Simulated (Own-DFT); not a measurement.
AlN (wurtzite, atoms displaced) (calculated)

A calculation, not a measurement: plane-wave PBE density functional theory by an unreviewed code, no spin, of a simulated periodic cell, stress positive in tension, free energy of the whole cell less one offset for each atom, forces on such cells passed a denser k mesh, this cell's mesh not checked; offsets are fitted by least squares, one for each functional and potential file, so energies compare only between cells with the same atoms and settings and are not formation energies; the far tail of each file's local potential was reset to the Coulomb form; each entry is a single point on an unrelaxed cell, so the pressure reflects the starting lattice, mostly measured values (interpolated for alloys), from which strain is counted, and rises with the displacements; printed positions are rounded, which can move forces by about a meV/angstrom; the program, named Own-DFT, is a retired in-house code; no spin-orbit coupling. Program: Own-DFT development build.

Common to all runs: functional PBE; potential files PseudoDojo norm-conserving, scalar-relativistic, standard set; wave cutoff 42 hartree; occupations Fermi-Dirac; smearing width 0.1 eV; hardware one NVIDIA H100; k mesh 2 x 2 x 2 centred on Gamma.

(1) AlN (wurtzite, atoms displaced)

```cif
# cell vector a (Å): 12.4480 0.0000 0.0000
# cell vector b (Å): -6.2240 10.7803 0.0000
# cell vector c (Å): 0.0000 0.0000 9.9640
data_AlN
_symmetry_space_group_name_H-M 'P 1'
_symmetry_Int_Tables_number 1
_cell_length_a 12.4480
_cell_length_b 12.4480
_cell_length_c 9.9640
_cell_angle_alpha 90.000
_cell_angle_beta 90.000
_cell_angle_gamma 120.000
_cell_volume 1337.10
loop_
_atom_site_label
_atom_site_type_symbol
_atom_site_fract_x
_atom_site_fract_y
_atom_site_fract_z
_atom_site_occupancy
Al1 Al 0.08499 0.16768 0.00085 1
Al2 Al 0.16336 0.07970 0.25187 1
N1 N 0.08201 0.16552 0.19316 1
N2 N 0.16454 0.08266 0.43974 1
Al3 Al 0.08298 0.16702 0.50398 1
Al4 Al 0.16754 0.08550 0.75308 1
N3 N 0.08356 0.16789 0.69168 1
N4 N 0.16739 0.08503 0.94102 1
Al5 Al 0.08483 0.41657 0.99689 1
Al6 Al 0.16751 0.33455 0.25434 1
N5 N 0.08294 0.41465 0.18894 1
N6 N 0.16553 0.33431 0.43806 1
Al7 Al 0.08445 0.41645 0.49784 1
Al8 Al 0.17009 0.33523 0.75063 1
N7 N 0.08793 0.41727 0.69130 1
N8 N 0.16680 0.33367 0.94272 1
Al9 Al 0.08312 0.66977 0.99748 1
Al10 Al 0.16676 0.58354 0.24855 1
N9 N 0.08041 0.66300 0.18918 1
N10 N 0.16587 0.58293 0.44276 1
Al11 Al 0.08058 0.66569 0.50067 1
Al12 Al 0.16664 0.58164 0.74644 1
N11 N 0.08251 0.66799 0.69074 1
N12 N 0.16701 0.58389 0.94175 1
Al13 Al 0.08601 0.91817 0.00239 1
Al14 Al 0.16741 0.83272 0.25064 1
N13 N 0.08129 0.91125 0.19416 1
N14 N 0.16389 0.83022 0.44484 1
Al15 Al 0.08443 0.91424 0.50182 1
Al16 Al 0.16305 0.83323 0.75061 1
N15 N 0.08686 0.91801 0.69005 1
N16 N 0.16620 0.83611 0.93950 1
Al17 Al 0.33194 0.16737 0.99564 1
Al18 Al 0.41602 0.08532 0.24818 1
N17 N 0.33331 0.16760 0.18917 1
N18 N 0.41524 0.08319 0.44260 1
Al19 Al 0.33513 0.16936 0.49883 1
Al20 Al 0.41694 0.08230 0.75121 1
N19 N 0.33147 0.16567 0.69262 1
N20 N 0.41611 0.08240 0.93968 1
Al21 Al 0.33194 0.41710 0.00028 1
Al22 Al 0.41521 0.33277 0.25047 1
N21 N 0.33028 0.41683 0.19394 1
N22 N 0.41859 0.33522 0.44079 1
Al23 Al 0.33164 0.41304 0.49994 1
Al24 Al 0.41445 0.33531 0.74879 1
N23 N 0.33441 0.41816 0.69277 1
N24 N 0.41498 0.33545 0.94114 1
Al25 Al 0.33331 0.66539 0.99798 1
Al26 Al 0.41802 0.58586 0.24721 1
N25 N 0.33318 0.66888 0.19114 1
N26 N 0.41692 0.58357 0.44351 1
Al27 Al 0.33404 0.66468 0.49820 1
Al28 Al 0.41822 0.58473 0.74673 1
N27 N 0.33408 0.67042 0.69110 1
N28 N 0.41960 0.58458 0.94247 1
Al29 Al 0.33200 0.91487 0.00032 1
Al30 Al 0.41607 0.83169 0.25279 1
N29 N 0.33257 0.91496 0.19242 1
N30 N 0.41436 0.83115 0.44131 1
Al31 Al 0.33176 0.91532 0.49954 1
Al32 Al 0.41759 0.83421 0.74912 1
N31 N 0.33419 0.91621 0.69218 1
N32 N 0.41561 0.83280 0.94541 1
Al33 Al 0.58238 0.16873 0.00204 1
Al34 Al 0.66342 0.08155 0.25076 1
N33 N 0.58281 0.16698 0.19419 1
N34 N 0.66735 0.08663 0.44125 1
Al35 Al 0.58159 0.16762 0.50064 1
Al36 Al 0.66872 0.08489 0.74754 1
N35 N 0.58707 0.16806 0.69125 1
N36 N 0.66750 0.08601 0.94333 1
Al37 Al 0.58171 0.41629 0.00097 1
Al38 Al 0.66801 0.33370 0.24823 1
N37 N 0.58295 0.41722 0.19317 1
N38 N 0.66554 0.33063 0.44265 1
Al39 Al 0.58146 0.41605 0.50007 1
Al40 Al 0.66634 0.33006 0.75135 1
N39 N 0.58468 0.41687 0.68837 1
N40 N 0.66547 0.33392 0.93983 1
Al41 Al 0.58253 0.66635 0.00084 1
Al42 Al 0.66600 0.58226 0.25138 1
N41 N 0.58231 0.66786 0.18978 1
N42 N 0.66791 0.58394 0.44171 1
Al43 Al 0.58558 0.66535 0.49782 1
Al44 Al 0.66339 0.58161 0.74851 1
N43 N 0.58249 0.66594 0.69362 1
N44 N 0.66517 0.58188 0.94297 1
Al45 Al 0.58082 0.91559 0.99845 1
Al46 Al 0.66529 0.83462 0.25059 1
N45 N 0.58623 0.91736 0.19313 1
N46 N 0.66664 0.83138 0.43901 1
Al47 Al 0.58462 0.91951 0.50200 1
Al48 Al 0.66567 0.83261 0.75755 1
N47 N 0.58460 0.91770 0.69432 1
N48 N 0.66323 0.83077 0.94411 1
Al49 Al 0.83235 0.16826 0.00180 1
Al50 Al 0.91797 0.08431 0.25070 1
N49 N 0.83363 0.16723 0.19379 1
N50 N 0.91530 0.08401 0.43993 1
Al51 Al 0.83156 0.16772 0.49790 1
Al52 Al 0.91806 0.08438 0.74944 1
N51 N 0.83517 0.16914 0.69076 1
N52 N 0.91599 0.08419 0.93988 1
Al53 Al 0.83743 0.42080 0.00000 1
Al54 Al 0.91726 0.33143 0.25055 1
N53 N 0.83495 0.41700 0.19658 1
N54 N 0.91612 0.33391 0.43982 1
Al55 Al 0.83441 0.41840 0.49964 1
Al56 Al 0.91719 0.33458 0.75208 1
N55 N 0.83315 0.41613 0.69065 1
N56 N 0.91446 0.33195 0.94054 1
Al57 Al 0.83462 0.66825 0.99796 1
Al58 Al 0.91835 0.58755 0.24887 1
N57 N 0.83519 0.66920 0.19252 1
N58 N 0.91488 0.58073 0.43682 1
Al59 Al 0.83564 0.66815 0.50062 1
Al60 Al 0.91716 0.58141 0.74931 1
N59 N 0.83645 0.66934 0.68977 1
N60 N 0.91496 0.58481 0.93559 1
Al61 Al 0.83422 0.91499 0.99867 1
Al62 Al 0.91801 0.83541 0.25293 1
N61 N 0.83380 0.91657 0.19292 1
N62 N 0.91703 0.83121 0.44437 1
Al63 Al 0.83425 0.91377 0.50064 1
Al64 Al 0.91788 0.83741 0.75239 1
N63 N 0.83738 0.91869 0.69165 1
N64 N 0.91599 0.82906 0.94062 1
```

Results for AlN (wurtzite, atoms displaced): free energy of cell above offsets -62.483 eV; pressure 3.71 GPa; stress xx -3.78 GPa; stress yy -4.08 GPa; stress zz -3.26 GPa; stress yz 0.07 GPa; stress xz 0.04 GPa; stress xy 0.5 GPa; wall time 371.3 s.

Force:
```tsv
element	x (eV/Å)	y (eV/Å)	z (eV/Å)
Al	-0.693	-0.13	0.316
Al	0.206	0.492	-0.312
N	0.506	0.255	-0.387
N	0.417	0.09	0.544
Al	-0.301	-0.219	-0.86
Al	-0.034	-0.497	-0.699
N	0.408	0.196	0.235
N	-0.267	-0.47	0.242
Al	-0.625	0.022	0.579
Al	-0.405	-0.473	-1.132
N	0.06	0.351	0.149
N	0.608	-0.45	1.189
Al	-0.665	0.017	0.331
Al	-0.424	-0.357	0.27
N	-0.724	-0.302	-0.176
N	0.225	-0.128	-0.55
Al	0.196	-0.582	0.098
Al	-0.129	-0.456	0.144
N	0.417	1.003	-0.149
N	0.058	0.127	-0.383
Al	0.276	-0.399	-0.046
Al	-0.187	0.79	0.448
N	0.398	-0.46	0.132
N	-0.242	0.009	-0.523
Al	-0.681	-0.223	-0.038
Al	0.034	-0.642	0.328
N	0.124	0.97	-0.49
N	0.417	0.318	-0.809
Al	-0.528	0.597	-0.072
Al	1.043	0.077	-0.266
N	-0.941	0.398	0.475
N	0.315	-0.277	0.31
Al	0.59	0.211	0.543
Al	0.13	-0.444	0.399
N	-0.396	-0.314	-0.014
N	-0.035	-0.105	-0.364
Al	-0.392	-0.715	0.338
Al	0.09	0.184	-0.428
N	0.337	0.575	-0.229
N	-0.183	0.134	0.492
Al	0.147	0.279	0.447
Al	-0.048	0.274	-0.289
N	0.732	0.197	-0.393
N	-0.496	-0.447	-0.016
Al	-0.239	0.904	-0.119
Al	1.175	-0.356	0.294
N	-0.225	-0.042	-0.651
N	0.276	-0.315	-0.174
Al	-0.075	0.179	0.353
Al	-0.286	-0.378	0.598
N	0.205	-0.497	-0.165
N	0.408	-0.516	-0.471
Al	-0.518	0.312	0.421
Al	-0.53	0.195	0.608
N	0.442	-0.747	-0.112
N	-0.748	-0.425	-0.523
Al	0.045	0.337	0.086
Al	0.201	0.527	-0.381
N	-0.051	0.435	-0.084
N	0.407	0.519	0.242
Al	0.068	0.036	0.359
Al	-0.232	0.087	0.506
N	-0.415	0.028	-0.128
N	-0.015	-0.073	-0.856
Al	0.353	-0.285	-0.138
Al	0.602	0.497	-0.015
N	-0.163	-0.068	-0.568
N	-0.35	-0.746	0.12
Al	0.316	-0.144	0.01
Al	0.139	0.087	0.789
N	-0.814	-0.636	-0.078
N	-0.272	-0.512	-0.358
Al	0.088	0.14	-0.01
Al	-0.09	0.128	0.742
N	-0.019	-0.315	-0.267
N	-0.294	0.764	-0.368
Al	1.028	0.23	-0.134
Al	-0.268	0.877	-0.313
N	-0.458	-0.444	0.522
N	0.294	0.165	0.587
Al	0.451	-0.244	0.127
Al	0.067	0.609	-0.285
N	0.461	-0.14	0.38
N	0.155	-0.291	-0.096
Al	-0.661	0.329	0.512
Al	1.048	0.344	0.373
N	0.213	0.511	-0.605
N	0.119	0.33	-0.356
Al	0.291	0.672	0.628
Al	0.852	-0.251	-0.105
N	-1.1	-0.138	-0.429
N	-0.203	0.441	0.694
Al	0.18	-0.555	-0.283
Al	0.411	0.142	-1.106
N	0.177	-0.105	-0.273
N	0.522	0.596	-0.025
Al	0.296	-0.431	0.164
Al	-0.44	-0.274	-0.015
N	-0.243	-0.397	-0.357
N	0.367	-0.284	0.601
Al	0.532	0.158	0.302
Al	-0.485	0.21	0.098
N	0.105	-0.236	-0.177
N	0.347	-0.188	0.277
Al	-0.59	-0.557	0.432
Al	-0.179	0.502	-0.001
N	-0.171	0.272	-1.19
N	0.399	0.105	0.364
Al	-0.226	-0.65	-0.173
Al	0.294	-0.118	-0.549
N	0.175	0.042	0.049
N	0.397	0.682	0.147
Al	-0.474	-0.873	0.552
Al	-0.142	-0.947	0.117
N	-0.404	-0.199	-0.428
N	0.006	0.764	0.693
Al	-0.039	-0.721	0.099
Al	-0.689	0.436	-0.454
N	-0.461	-0.316	0.404
N	0.681	-0.066	0.906
Al	-0.377	0.317	0.525
Al	-0.429	-0.576	0.021
N	0.012	0.062	-0.404
N	0.146	0.606	-0.477
Al	-0.556	0.615	-0.145
Al	0.811	-0.851	-0.564
N	-0.992	-0.264	0.188
N	0.024	1.507	0.131
```

(2) AlN (wurtzite, atoms displaced)

```cif
# cell vector a (Å): 12.4480 0.0000 0.0000
# cell vector b (Å): -6.2240 10.7803 0.0000
# cell vector c (Å): 0.0000 0.0000 9.9640
data_AlN
_symmetry_space_group_name_H-M 'P 1'
_symmetry_Int_Tables_number 1
_cell_length_a 12.4480
_cell_length_b 12.4480
_cell_length_c 9.9640
_cell_angle_alpha 90.000
_cell_angle_beta 90.000
_cell_angle_gamma 120.000
_cell_volume 1337.10
loop_
_atom_site_label
_atom_site_type_symbol
_atom_site_fract_x
_atom_site_fract_y
_atom_site_fract_z
_atom_site_occupancy
Al1 Al 0.08422 0.16752 0.99839 1
Al2 Al 0.16407 0.08511 0.24849 1
N1 N 0.08405 0.16819 0.18714 1
N2 N 0.16659 0.08180 0.43973 1
Al3 Al 0.08331 0.16744 0.50077 1
Al4 Al 0.16937 0.08534 0.75378 1
N3 N 0.08345 0.16541 0.69251 1
N4 N 0.16766 0.08261 0.93816 1
Al5 Al 0.08357 0.41529 0.99899 1
Al6 Al 0.16754 0.33133 0.25108 1
N5 N 0.08741 0.41503 0.19375 1
N6 N 0.16721 0.33037 0.43934 1
Al7 Al 0.08462 0.41894 0.50094 1
Al8 Al 0.16661 0.33101 0.75215 1
N7 N 0.07976 0.41426 0.69218 1
N8 N 0.16793 0.33340 0.94191 1
Al9 Al 0.08422 0.66893 0.99707 1
Al10 Al 0.16561 0.58078 0.25342 1
N9 N 0.08217 0.66872 0.19207 1
N10 N 0.16485 0.57935 0.44101 1
Al11 Al 0.08329 0.66542 0.49709 1
Al12 Al 0.16680 0.58568 0.74718 1
N11 N 0.08354 0.66781 0.69057 1
N12 N 0.16581 0.58009 0.94542 1
Al13 Al 0.08077 0.91040 0.00084 1
Al14 Al 0.16444 0.83397 0.25204 1
N13 N 0.08241 0.91461 0.18702 1
N14 N 0.16724 0.83410 0.44166 1
Al15 Al 0.07789 0.91262 0.50136 1
Al16 Al 0.16405 0.83162 0.75067 1
N15 N 0.08426 0.91848 0.68966 1
N16 N 0.16556 0.83064 0.94101 1
Al17 Al 0.33534 0.16823 0.99979 1
Al18 Al 0.41755 0.08387 0.24934 1
N17 N 0.33297 0.16409 0.19286 1
N18 N 0.41855 0.08264 0.44070 1
Al19 Al 0.33228 0.16583 0.49944 1
Al20 Al 0.41686 0.08518 0.75073 1
N19 N 0.33355 0.16717 0.69641 1
N20 N 0.41557 0.08421 0.94098 1
Al21 Al 0.33374 0.41641 0.99788 1
Al22 Al 0.41699 0.33470 0.24972 1
N21 N 0.33635 0.41761 0.18872 1
N22 N 0.41559 0.33371 0.44122 1
Al23 Al 0.33383 0.41677 0.50027 1
Al24 Al 0.41756 0.33348 0.74668 1
N23 N 0.33558 0.41662 0.69001 1
N24 N 0.41879 0.33536 0.93867 1
Al25 Al 0.33633 0.66798 0.00094 1
Al26 Al 0.41872 0.58734 0.25289 1
N25 N 0.33512 0.66532 0.19129 1
N26 N 0.41931 0.58612 0.43890 1
Al27 Al 0.33715 0.66851 0.50326 1
Al28 Al 0.41493 0.58207 0.74608 1
N27 N 0.33326 0.66688 0.69252 1
N28 N 0.41613 0.58262 0.94127 1
Al29 Al 0.33069 0.91370 0.99836 1
Al30 Al 0.41771 0.83343 0.25045 1
N29 N 0.33521 0.91809 0.19166 1
N30 N 0.41533 0.83015 0.43862 1
Al31 Al 0.33400 0.91784 0.50159 1
Al32 Al 0.41709 0.83202 0.75015 1
N31 N 0.33064 0.91293 0.69207 1
N32 N 0.41672 0.83077 0.94104 1
Al33 Al 0.57747 0.16382 0.00136 1
Al34 Al 0.66572 0.08236 0.25176 1
N33 N 0.58804 0.17077 0.18976 1
N34 N 0.66560 0.08170 0.44094 1
Al35 Al 0.58365 0.16750 0.50075 1
Al36 Al 0.66704 0.08232 0.75125 1
N35 N 0.58150 0.16733 0.69041 1
N36 N 0.66717 0.08083 0.93832 1
Al37 Al 0.58650 0.42265 0.00070 1
Al38 Al 0.66496 0.33234 0.24887 1
N37 N 0.58331 0.41374 0.19170 1
N38 N 0.66692 0.33332 0.43768 1
Al39 Al 0.58126 0.41437 0.50260 1
Al40 Al 0.66343 0.33295 0.75196 1
N39 N 0.58416 0.41815 0.69214 1
N40 N 0.66511 0.33515 0.94159 1
Al41 Al 0.58587 0.66652 0.99745 1
Al42 Al 0.66700 0.58343 0.24742 1
N41 N 0.58326 0.66703 0.19027 1
N42 N 0.66923 0.58639 0.44365 1
Al43 Al 0.58112 0.66560 0.50018 1
Al44 Al 0.66328 0.57948 0.75020 1
N43 N 0.58297 0.66512 0.69345 1
N44 N 0.66653 0.58612 0.94377 1
Al45 Al 0.58218 0.91516 0.99756 1
Al46 Al 0.66918 0.83559 0.24899 1
N45 N 0.58426 0.91837 0.19281 1
N46 N 0.66628 0.83311 0.43899 1
Al47 Al 0.58442 0.91792 0.50132 1
Al48 Al 0.66715 0.83460 0.74753 1
N47 N 0.58203 0.91889 0.69251 1
N48 N 0.66697 0.83537 0.94226 1
Al49 Al 0.83120 0.16640 0.99525 1
Al50 Al 0.92000 0.08725 0.25323 1
N49 N 0.83304 0.16773 0.19007 1
N50 N 0.91582 0.08255 0.44453 1
Al51 Al 0.83196 0.16455 0.49456 1
Al52 Al 0.91589 0.08226 0.75055 1
N51 N 0.83388 0.16713 0.69269 1
N52 N 0.91355 0.08402 0.94371 1
Al53 Al 0.83150 0.41367 0.99937 1
Al54 Al 0.91576 0.33459 0.24936 1
N53 N 0.83174 0.41551 0.18984 1
N54 N 0.91769 0.33472 0.44233 1
Al55 Al 0.83476 0.41843 0.49988 1
Al56 Al 0.91634 0.33592 0.75285 1
N55 N 0.83544 0.41642 0.69186 1
N56 N 0.91785 0.33317 0.94493 1
Al57 Al 0.83076 0.66485 0.99966 1
Al58 Al 0.91763 0.58315 0.25266 1
N57 N 0.83108 0.66477 0.19240 1
N58 N 0.91865 0.58122 0.44418 1
Al59 Al 0.83383 0.66545 0.50099 1
Al60 Al 0.91920 0.58388 0.74730 1
N59 N 0.83332 0.66573 0.69516 1
N60 N 0.91839 0.58215 0.93900 1
Al61 Al 0.83420 0.91671 0.00219 1
Al62 Al 0.91820 0.83438 0.25234 1
N61 N 0.82919 0.91461 0.19199 1
N62 N 0.91685 0.83396 0.44007 1
Al63 Al 0.83353 0.91711 0.50080 1
Al64 Al 0.91792 0.83557 0.74657 1
N63 N 0.82905 0.91164 0.68741 1
N64 N 0.91542 0.83326 0.94518 1
```

Question: Estimate the stress xx of AlN (wurtzite, atoms displaced) (entry 2).
Answer: -4.16 GPa

Question: What stress zz does the calculation give for AlN (wurtzite, atoms displaced) (entry 2)?
Answer: -3.43 GPa

Further results for AlN (wurtzite, atoms displaced) (entry 2):

* free energy of cell above offsets: -62.134 eV
* pressure: 3.79 GPa
* stress yy: -3.78 GPa
* stress yz: 0.16 GPa
* stress xz: -0.15 GPa
* stress xy: -0.04 GPa
* wall time: 374.4 s

Force:
```tsv
element	x (eV/Å)	y (eV/Å)	z (eV/Å)
Al	-0.18	-0.451	-0.225
Al	0.943	-0.604	0.004
N	-0.068	-0.358	0.48
N	-0.519	-0.07	0.141
Al	0.386	-0.406	0.28
Al	-0.355	-0.442	-0.685
N	-0.049	-0.034	-0.098
N	-0.155	-0.266	1.134
Al	0.121	0.145	0.752
Al	0.347	0.659	-0.38
N	-1.022	0.066	-0.365
N	-0.293	0.641	0.551
Al	0.08	-1.275	0.074
Al	-0.32	0.471	-0.305
N	0.92	0.646	-0.022
N	-0.056	-0.199	-0.339
Al	0.261	-1.369	0.844
Al	0.191	0.452	-0.997
N	0.604	-0.382	0.001
N	0.439	1.163	0.471
Al	0.43	0.45	0.407
Al	0.111	-0.826	0.951
N	0.216	-0.072	-0.418
N	-0.034	0.97	-0.92
Al	-0.233	1.091	-0.403
Al	0.807	0.159	-0.193
N	-0.298	0.582	0.826
N	-0.269	-0.229	0.114
Al	1.044	0.938	-0.243
Al	0.18	0.42	-0.286
N	-0.065	-0.166	0.407
N	-0.052	0.551	-0.395
Al	-0.47	0.082	0.187
Al	0.314	-0.027	0.095
N	-0.432	0.618	-0.324
N	-0.441	0.269	0.169
Al	0.168	-0.142	0.134
Al	0.164	-0.772	-0.07
N	0.09	0.03	-1.228
N	0.079	-0.761	-0.063
Al	0.178	0.318	0.361
Al	0.166	-0.379	-0.118
N	-0.434	0.026	0.48
N	0.337	-0.196	0.171
Al	-0.212	0.093	-0.318
Al	-0.056	0.068	0.78
N	-0.679	-0.175	-0.132
N	0.094	-0.106	0.098
Al	-0.339	-0.933	0.17
Al	0.361	-0.769	-0.998
N	-0.809	0.449	0.17
N	-0.441	-0.762	0.9
Al	-0.696	-0.412	-0.644
Al	0.331	0.138	1.133
N	0.068	-0.139	-0.392
N	0.322	0.17	-0.608
Al	0.447	0.462	0.416
Al	-0.107	-0.172	-0.29
N	-0.345	-0.417	-0.299
N	-0.038	0.768	0.8
Al	0.143	-0.469	-0.225
Al	-0.4	0.291	0.209
N	0.109	0.689	0.184
N	-0.497	0.534	-0.19
Al	1.229	0.619	-0.291
Al	0.234	0.396	-0.511
N	-0.608	-1.172	0.126
N	-0.179	0.33	0.146
Al	0.217	0.033	-0.162
Al	-0.271	0.711	-0.36
N	0.41	-0.055	0.214
N	-1.163	0.379	0.442
Al	-0.29	-1.126	0.204
Al	0.529	0.424	0.094
N	-0.526	0.756	-0.192
N	-0.105	0.121	0.78
Al	0.394	0.686	-0.743
Al	0.934	0.137	-0.103
N	-0.067	-0.631	-0.324
N	0.175	-0.473	-0.06
Al	-1.418	0.543	0.538
Al	-0.375	-0.198	0.76
N	0.248	0.125	-0.049
N	-0.268	-0.878	-0.337
Al	0.895	0.556	0.094
Al	0.419	1.181	0.215
N	-0.37	0.254	-0.442
N	0.611	-0.51	-0.812
Al	0.174	0.301	0.749
Al	-0.829	-0.679	0.145
N	-0.099	-0.298	-0.556
N	-0.003	0.121	0.634
Al	-0.2	-0.55	-0.356
Al	-0.397	-0.518	0.698
N	0.475	-0.605	-0.425
N	0.428	-0.412	-0.59
Al	0.103	0.021	1.031
Al	-0.692	-0.667	-0.763
N	0.171	-0.19	0.283
N	0.445	0.156	-0.539
Al	-0.189	0.856	1.131
Al	-0.174	-0.024	0.068
N	-0.107	-0.103	-0.442
N	1.094	-0.298	-0.61
Al	0.055	0.619	0.118
Al	0.562	-0.154	0.01
N	0.083	0.479	0.224
N	-0.025	-0.332	-0.369
Al	-0.055	-0.998	0.292
Al	0.359	-0.833	-0.098
N	-1.081	0.072	-0.15
N	-0.341	-0.038	-0.595
Al	0.919	0.248	0.122
Al	-0.412	-0.243	-0.551
N	0.612	0.38	-0.078
N	-0.688	0.647	-0.429
Al	-0.147	0.111	0.233
Al	-0.49	-0.327	0.581
N	-0.103	0.152	-0.571
N	-0.62	0.088	0.158
Al	-0.519	0.207	0.043
Al	-0.564	-0.412	-0.796
N	1.443	1.062	0.198
N	-0.175	-0.434	0.353
Al	-0.33	-0.513	-0.563
Al	-0.097	-0.614	0.927
N	0.479	1.059	0.528
N	0.193	-0.174	-0.993
```
